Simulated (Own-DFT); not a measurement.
Simulation results for GaP (zincblende, atoms displaced)

All values are calculated (Own-DFT development build). A calculation, not a measurement: plane-wave PBE density functional theory by an unreviewed code, no spin, of a simulated periodic cell, stress positive in tension, free energy of the whole cell less one offset for each atom, forces on such cells passed a denser k mesh, this cell's mesh not checked; offsets are fitted by least squares, one for each functional and potential file, so energies compare only between cells with the same atoms and settings and are not formation energies; the far tail of each file's local potential was reset to the Coulomb form; each entry is a single point on an unrelaxed cell, so the pressure reflects the starting lattice, mostly measured values (interpolated for alloys), from which strain is counted, and rises with the displacements; printed positions are rounded, which can move forces by about a meV/angstrom; the program, named Own-DFT, is a retired in-house code; no spin-orbit coupling.

## GaP (zincblende, atoms displaced)

```
cell vectors (Å)
  10.9010     0.0000     0.0000
   0.0000    10.9010     0.0000
   0.0000     0.0000    10.9010
atoms (fractions of the cell vectors)
Ga  0.99907  0.00079  0.00112
Ga  0.99783  0.25007  0.25089
Ga  0.24938  0.00077  0.25156
Ga  0.24847  0.24837  0.99853
P   0.12441  0.12569  0.13027
P   0.12636  0.37461  0.37290
P   0.37392  0.12402  0.37626
P   0.37339  0.37551  0.12531
Ga  0.00089  0.99932  0.50013
Ga  0.99807  0.25071  0.74688
Ga  0.24859  0.00017  0.74802
Ga  0.24911  0.25189  0.50082
P   0.12607  0.12323  0.62405
P   0.12517  0.37626  0.87461
P   0.37077  0.12691  0.87316
P   0.37415  0.37603  0.62507
Ga  0.00182  0.49981  0.00050
Ga  0.99850  0.75159  0.24940
Ga  0.25066  0.49905  0.25178
Ga  0.25011  0.74812  0.00139
P   0.12272  0.62722  0.12195
P   0.12511  0.87675  0.37132
P   0.37778  0.62627  0.37670
P   0.37448  0.87414  0.12666
Ga  0.99888  0.50236  0.50013
Ga  0.00128  0.74837  0.74875
Ga  0.25013  0.50177  0.74858
Ga  0.24928  0.74862  0.50266
P   0.12460  0.62403  0.62396
P   0.12273  0.87707  0.87408
P   0.37437  0.62405  0.87437
P   0.37737  0.87402  0.62241
Ga  0.50398  0.99928  0.99902
Ga  0.50304  0.25238  0.25097
Ga  0.74956  0.99894  0.24850
Ga  0.74923  0.25044  0.00036
P   0.62694  0.11990  0.12310
P   0.62666  0.37649  0.37559
P   0.87573  0.12668  0.37588
P   0.87563  0.37550  0.12568
Ga  0.50287  0.00400  0.49779
Ga  0.50094  0.24854  0.75094
Ga  0.74862  0.99947  0.74786
Ga  0.74848  0.25006  0.50115
P   0.62354  0.12676  0.62486
P   0.62372  0.37477  0.87424
P   0.87545  0.12578  0.87672
P   0.87396  0.37154  0.62393
Ga  0.49657  0.50209  0.99992
Ga  0.49707  0.74912  0.24905
Ga  0.75184  0.50102  0.25284
Ga  0.75322  0.75119  0.99875
P   0.62260  0.62330  0.12485
P   0.62444  0.87646  0.37665
P   0.87711  0.62681  0.37125
P   0.87140  0.87408  0.12453
Ga  0.50026  0.49847  0.49928
Ga  0.50346  0.75087  0.74791
Ga  0.75100  0.49895  0.75222
Ga  0.75086  0.75119  0.50033
P   0.62843  0.62499  0.62513
P   0.62499  0.87489  0.87425
P   0.87628  0.62399  0.87446
P   0.87220  0.87467  0.62634
```

Settings of this run: functional PBE, potential files PseudoDojo norm-conserving, scalar-relativistic, standard set, wave cutoff 42 hartree, occupations Fermi-Dirac, smearing width 0.1 eV and k mesh 3 x 3 x 3 centred on Gamma.

Results for GaP (zincblende, atoms displaced): free energy of cell above offsets -35.778 eV; pressure 2.7 GPa; stress xx -2.7 GPa; stress yy -2.71 GPa; stress zz -2.71 GPa; stress yz -0.1 GPa; stress xz -0.07 GPa; stress xy -0.08 GPa.

Force:
| element | x (eV/Å) | y (eV/Å) | z (eV/Å) |
| --- | --- | --- | --- |
| Ga | 0.073 | 0.008 | 0.167 |
| Ga | 0.128 | 0.152 | 0.024 |
| Ga | 0.266 | -0.012 | -0.193 |
| Ga | -0.125 | 0.207 | 0.346 |
| P | -0.037 | -0.069 | -0.583 |
| P | -0.387 | 0.139 | 0.363 |
| P | 0.197 | 0.463 | -0.162 |
| P | 0.155 | -0.218 | -0.107 |
| Ga | -0.176 | -0.062 | -0.042 |
| Ga | 0.35 | -0.251 | 0.374 |
| Ga | 0.251 | -0.29 | 0.031 |
| Ga | 0.074 | -0.168 | -0.088 |
| P | -0.231 | 0.328 | -0.023 |
| P | -0.087 | -0.17 | -0.22 |
| P | 0.566 | -0.472 | 0.199 |
| P | 0.206 | -0.133 | 0.056 |
| Ga | -0.198 | -0.057 | -0.096 |
| Ga | 0.236 | 0.105 | -0.298 |
| Ga | -0.036 | 0.463 | -0.22 |
| Ga | -0.034 | 0.386 | -0.349 |
| P | 0.252 | -0.278 | 0.629 |
| P | -0.066 | -0.423 | 0.569 |
| P | -0.451 | -0.224 | -0.033 |
| P | -0.014 | 0.301 | -0.327 |
| Ga | 0.025 | -0.441 | -0.243 |
| Ga | -0.169 | 0.219 | 0.115 |
| Ga | -0.024 | -0.196 | 0.166 |
| Ga | 0.062 | 0.259 | -0.46 |
| P | -0.045 | 0.081 | 0.098 |
| P | 0.281 | -0.287 | 0.153 |
| P | 0.099 | 0.431 | -0.226 |
| P | -0.089 | 0.305 | 0.202 |
| Ga | -0.794 | -0.01 | -0.112 |
| Ga | -0.255 | -0.408 | -0.239 |
| Ga | 0.125 | 0.042 | 0.44 |
| Ga | 0.035 | 0.016 | -0.002 |
| P | -0.196 | 0.795 | 0.277 |
| P | 0.033 | -0.119 | 0.042 |
| P | -0.3 | -0.317 | -0.006 |
| P | -0.149 | 0.033 | -0.057 |
| Ga | -0.327 | -0.301 | 0.17 |
| Ga | -0.342 | 0.255 | -0.056 |
| Ga | 0.075 | 0.289 | 0.348 |
| Ga | 0.052 | -0.1 | -0.228 |
| P | 0.173 | -0.144 | 0.077 |
| P | -0.032 | 0.096 | 0.291 |
| P | -0.154 | -0.025 | -0.358 |
| P | 0.013 | 0.645 | -0.029 |
| Ga | 0.175 | -0.365 | -0.003 |
| Ga | 0.426 | 0.162 | 0.15 |
| Ga | -0.177 | -0.015 | -0.451 |
| Ga | -0.518 | -0.406 | -0.01 |
| P | 0.424 | 0.264 | -0.018 |
| P | 0.067 | -0.256 | -0.354 |
| P | -0.215 | 0.037 | 0.597 |
| P | 0.481 | 0.192 | 0.05 |
| Ga | 0.078 | 0.226 | 0.247 |
| Ga | -0.318 | -0.201 | 0.114 |
| Ga | -0.001 | -0.06 | -0.207 |
| Ga | -0.032 | -0.107 | -0.234 |
| P | -0.166 | -0.261 | -0.103 |
| P | 0.19 | -0.07 | -0.048 |
| P | 0.052 | 0.011 | 0.078 |
| P | 0.525 | 0.006 | -0.192 |
